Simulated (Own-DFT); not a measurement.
# How strain changes the stress of wurtzite GaN, 96 atoms (Ga48N48)

Source: density functional calculations with Own-DFT, an unreviewed in-house program that is no longer used. Nothing was measured or relaxed, and spin and spin-orbit coupling are left out.

Common settings: PBE; PseudoDojo norm-conserving scalar-relativistic files (stringent for Ga); cutoff 96 hartree; 3 x 4 x 3 k mesh centred on Gamma; Gaussian smearing of 0.01 eV.

Limits: forces on such cells passed a denser k mesh, each cell not checked; stress not checked against mesh or cutoff.

Unstrained cell vectors in Å: (12.756, 0.000, 0.000); (-4.783, 8.285, 0.000); (0.000, 0.000, 10.370). The unstrained cell has measured lattice constants (interpolated for alloys), not those of this functional. That, the random moves and any unrelaxed bonds set the pressure at no strain. The cell is deformed uniformly in each run, and the atoms keep their fractional places. All atoms carry random offsets, Gaussian with a width of 0.05 Å per axis. Strains are tensor components in per cent; tension counts as positive stress, and P is minus the mean normal stress.

| run | e_xx (%) | e_yy (%) | e_zz (%) | e_yz (%) | e_xz (%) | e_xy (%) | s_xx (GPa) | s_yy (GPa) | s_zz (GPa) | s_yz (GPa) | s_xz (GPa) | s_xy (GPa) | P (GPa) | E (meV/atom) |
|---|---|---|---|---|---|---|---|---|---|---|---|---|---|---|
| 1 | -1.13 | -0.67 | 1.58 | -0.93 | -1.10 | -1.10 | -10.59 | -8.83 | -2.28 | -2.13 | -2.24 | -2.24 | 7.24 | 4.1 |
| 2 | 1.15 | 0.61 | -1.55 | -1.19 | 1.66 | -0.73 | -4.25 | -4.86 | -12.75 | -3.12 | 2.42 | -4.09 | 7.29 | 27.0 |
| 3 | -1.03 | -1.63 | -1.88 | -1.72 | 0.03 | 1.94 | -16.98 | -19.14 | -17.79 | -3.73 | 0.93 | 8.08 | 17.97 | 74.1 |
| 4 | -1.48 | 0.87 | -1.30 | 1.61 | -0.92 | 1.20 | -12.15 | -6.53 | -15.82 | 3.62 | -1.83 | 3.59 | 11.50 | 40.8 |
| 5 | 0.34 | -0.72 | 1.42 | 1.73 | -0.93 | 1.69 | -5.64 | -8.56 | -2.13 | 4.37 | -2.42 | 6.53 | 5.44 | 14.2 |
| 6 | -0.95 | 0.29 | 1.30 | -1.53 | 0.41 | -1.40 | -9.99 | -7.12 | -2.95 | -3.66 | 1.21 | -4.24 | 6.68 | 26.5 |
| 7 | -0.40 | -1.30 | -0.04 | 1.19 | -0.15 | -1.59 | -9.46 | -12.61 | -8.61 | 3.00 | -0.44 | -3.79 | 10.23 | 10.6 |
| 8 | 1.49 | 1.46 | 0.30 | -0.68 | -1.12 | 1.19 | 0.96 | -0.55 | -3.64 | -1.21 | -2.60 | 2.97 | 1.07 | 0.0 |
| 9 | -0.74 | -0.35 | 0.49 | -0.23 | -1.91 | 1.25 | -9.08 | -9.02 | -7.65 | -0.67 | -3.72 | 3.70 | 8.58 | 27.4 |
| 10 | -0.32 | 0.00 | -0.88 | 0.49 | -0.15 | 1.88 | -9.06 | -7.92 | -14.49 | 0.34 | -1.46 | 6.57 | 10.49 | 41.7 |
| 11 | -0.18 | 1.39 | 1.51 | 0.00 | -1.32 | 1.74 | -3.79 | -1.54 | -1.48 | 0.09 | -2.79 | 4.11 | 2.27 | 14.3 |
| 12 | -0.84 | 0.82 | 1.73 | 0.24 | 1.14 | 0.54 | -8.62 | -3.29 | 0.02 | 0.65 | 2.72 | 1.21 | 3.96 | 0.8 |
| 13 | 0.10 | -1.17 | 1.12 | -0.32 | -0.51 | -1.67 | -6.61 | -10.71 | -3.52 | -0.93 | -0.94 | -5.80 | 6.95 | 1.4 |
| 14 | 1.36 | -1.72 | -0.49 | -1.29 | 0.19 | -1.40 | -3.59 | -12.74 | -10.54 | -2.47 | 0.57 | -4.03 | 8.96 | 19.9 |
| 15 | -1.88 | 1.44 | 1.17 | 0.50 | -1.08 | -0.90 | -12.47 | -1.47 | -3.48 | 0.91 | -2.73 | -3.71 | 5.81 | 11.5 |
| 16 | 0.94 | -1.47 | -0.84 | -0.91 | -0.50 | 0.83 | -5.45 | -13.30 | -10.67 | -1.36 | -1.02 | 3.13 | 9.81 | 13.6 |
| 17 | -1.93 | -0.28 | -0.78 | 0.31 | 0.71 | 0.95 | ? | ? | ? | ? | ? | ? | ? | ? |

E is the free energy for each atom above the lowest run shown.

## Analysis

Least squares on the runs shown: each stress against a constant and the strains, taken as fractions with shears doubled. Shear strains stay in the fit of a normal stress only where such slopes are resolved. The slopes, in GPa:

| stress | at no strain | per e_xx | per e_yy | per e_zz | scatter |
|---|---|---|---|---|---|
| s_xx | -7.1 | 414 ± 25 | 117 ± 22 | 109 ± 21 | 0.95 |
| s_yy | -7.5 | 105 ± 25 | 399 ± 23 | 109 ± 21 | 0.96 |
| s_zz | -8.1 | 114 ± 25 | 51 ± 23 | 455 ± 21 | 0.96 |

The slope of each shear stress on twice its own strain, from a fit on all six strains: yz 115 ± 5, xz 102 ± 8, xy 169 ± 8 GPa. These are stiffnesses along x, y and z of the frame in which the cell vectors are given, with the crystal's c axis along z: C11, C12, C13 and C33. Hexagonal symmetry asks that xx and yy behave alike, which is a second check on the noise. No internal relaxation is included, and where it is allowed it would reduce some of the slopes. The table should be nearly symmetric about its diagonal, and what it lacks of that shows the noise. A ninth of the table's sum, 208 ± 7 GPa, estimates the bulk modulus near the mean pressure of these runs, 7.8 GPa, so it lies above the value at zero pressure.

## Withheld run

The question: what normal stresses and pressure should run 17 give?

The fitted form gives s_xx = -16.2, s_yy = -11.5, s_zz = -14.0 and P = 13.9 GPa. Computed: -17.00, -9.63, -14.10 and P = 13.58 GPa.
